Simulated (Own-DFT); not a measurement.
Simulation results for GaP (zincblende, strained, atoms displaced)

Computed with Own-DFT development build. A calculation, not a measurement: plane-wave PBE density functional theory by an unreviewed code, no spin, of a simulated periodic cell, stress positive in tension, free energy of the whole cell less one offset for each atom, forces on such cells passed a denser k mesh, this cell's mesh not checked; offsets are fitted by least squares, one for each functional and potential file, so energies compare only between cells with the same atoms and settings and are not formation energies; the far tail of each file's local potential was reset to the Coulomb form; each entry is a single point on an unrelaxed cell, so the pressure reflects the starting lattice, mostly measured values (interpolated for alloys), from which strain is counted, and rises with the displacements; printed positions are rounded, which can move forces by about a meV/angstrom; the program, named Own-DFT, is a retired in-house code; no spin-orbit coupling.

## GaP (zincblende, strained, atoms displaced)

```xyz
64
Lattice="10.8620 0.0000 0.0000 0.0000 10.8620 0.0000 0.0000 0.0000 10.9361" Properties=species:S:1:pos:R:3 GaP
Ga    10.7599    10.8609    10.9285
Ga     0.0177     2.6966     2.7001
Ga     2.6891    10.8425     2.7913
Ga     2.6751     2.6320    10.9136
P      1.3601     1.3999     1.3444
P      1.3396     4.0675     4.1200
P      4.0860     1.2783     4.2216
P      4.0697     4.0879     1.3989
Ga     0.0763     0.0704     5.5770
Ga    10.8583     2.6951     8.2363
Ga     2.6654    10.8543     8.2182
Ga     2.6587     2.6473     5.5338
P      1.4716     1.4185     6.9029
P      1.2571     4.1189     9.5803
P      4.1039     1.2790     9.4366
P      4.0559     4.0855     6.7732
Ga     0.0510     5.5549    10.9342
Ga     0.0259     8.2276     2.7571
Ga     2.7444     5.3677     2.7144
Ga     2.7173     8.1351    10.9276
P      1.4528     6.7597     1.3856
P      1.3903     9.4606     4.0937
P      4.0269     6.7710     4.1916
P      4.0188     9.5025     1.3629
Ga    10.8507     5.3319     5.3470
Ga    10.8007     8.0476     8.2732
Ga     2.7193     5.3748     8.2011
Ga     2.7444     8.1868     5.4998
P      1.4053     6.8570     6.8007
P      1.3063     9.5110     9.5440
P      4.0580     6.7357     9.6462
P      4.1205     9.5342     6.7796
Ga     5.4191     0.0512    10.9232
Ga     5.3223     2.6771     2.8306
Ga     8.1846     0.0597     2.8339
Ga     8.1426     2.7820    10.8903
P      6.8224     1.3311     1.4031
P      6.8036     4.0549     4.1020
P      9.5757     1.3339     4.0546
P      9.5169     3.9998     1.3730
Ga     5.4068    10.8607     5.4719
Ga     5.3928     2.7327     8.1847
Ga     8.1669    10.8374     8.3206
Ga     8.1829     2.7578     5.4364
P      6.7787     1.4064     6.8930
P      6.7878     4.0152     9.5323
P      9.4475     1.3437     9.7080
P      9.4927     4.1569     6.8345
Ga     5.4432     5.5267     0.0073
Ga     5.5136     8.1438     2.7238
Ga     8.0994     5.4482     2.7563
Ga     8.1027     8.1542    10.8966
P      6.7938     6.7771     1.3829
P      6.8080     9.4142     4.0975
P      9.5206     6.8057     4.1878
P      9.5930     9.4900     1.3597
Ga     5.4571     5.3943     5.4333
Ga     5.3796     8.2250     8.1759
Ga     8.0559     5.3311     8.2629
Ga     8.0819     8.0480     5.4949
P      6.7824     6.6925     6.7734
P      6.8341     9.4882     9.4860
P      9.5255     6.7883     9.5008
P      9.5445     9.5039     6.8945
```

* functional: PBE
* potential files: PseudoDojo norm-conserving, scalar-relativistic, standard set
* wave cutoff: 42 hartree
* occupations: Fermi-Dirac
* smearing width: 0.1 eV
* hardware: one NVIDIA H100
* k mesh: 3 x 3 x 3 centred on Gamma
* free energy of cell above offsets: -32.938 eV
* pressure: 3.66 GPa
* stress xx: -3.88 GPa
* stress yy: -3.8 GPa
* stress zz: -3.29 GPa
* stress yz: 0.84 GPa
* stress xz: -0.05 GPa
* stress xy: -0.31 GPa
* wall time: 524.2 s

Force:
```
element  x (eV/Å)  y (eV/Å)  z (eV/Å)
     Ga     1.491    -0.053      0.36
     Ga     0.157     0.241     0.202
     Ga     0.177     0.343    -0.545
     Ga     0.706     0.918    -0.632
      P    -0.146    -1.237     0.379
      P     0.755    -1.058    -0.758
      P    -1.099     0.754    -0.983
      P     0.402    -0.842    -0.849
     Ga     -0.23    -0.685    -0.524
     Ga    -0.683     0.208    -0.067
     Ga     0.496    -0.908    -0.307
     Ga     0.995     1.184    -1.113
      P    -1.684     -0.67     0.548
      P     1.024     -0.56      0.01
      P    -0.342     0.831     1.288
      P     0.112    -0.277     0.451
     Ga    -0.706    -0.675     0.502
     Ga    -0.011    -1.355     -0.13
     Ga    -0.112     0.531     0.849
     Ga    -0.238     0.367    -0.031
      P    -0.821     0.654     0.385
      P     -0.22      0.87     0.935
      P     0.677     0.004    -1.188
      P     0.814     0.153     0.081
     Ga     0.085     1.294     1.465
     Ga     1.347     1.211     -1.57
     Ga    -0.319     0.501     -0.18
     Ga    -0.015    -0.116     -0.16
      P    -0.702    -1.063     0.462
      P     0.026    -0.276     0.431
      P    -0.063     0.809    -1.397
      P    -0.984      0.09     0.747
     Ga     0.285    -0.711     0.198
     Ga     0.794     0.039    -0.586
     Ga    -0.304    -1.245    -0.886
     Ga      -0.3    -0.438     1.136
      P    -0.501     0.628    -0.078
      P    -0.436    -0.193    -0.332
      P     0.208     0.543     1.332
      P    -0.142      1.57    -0.195
     Ga     1.704    -0.272     0.396
     Ga    -0.181     0.135    -0.496
     Ga     0.429     0.734    -1.393
     Ga     0.126    -0.522     0.454
      P      0.69     -0.64    -0.636
      P    -1.165     0.369     0.989
      P     0.308     0.474    -1.554
      P     0.293    -1.059     0.163
     Ga     0.262    -1.308     0.285
     Ga    -1.515    -0.191      0.07
     Ga     1.003    -0.304    -0.006
     Ga     0.749    -0.129      0.29
      P     0.403     0.277    -0.365
      P     0.216     1.162     0.429
      P    -0.057     -0.01     -1.35
      P    -1.563    -0.038     0.302
     Ga    -0.411    -0.002     -0.13
     Ga     0.368    -1.348     0.052
     Ga      0.86      1.15    -0.908
     Ga     0.813     0.898     0.338
      P    -0.479     0.468     1.507
      P    -1.212    -0.153     1.218
      P    -1.621    -1.062     1.432
      P    -0.511    -0.009    -0.339
```
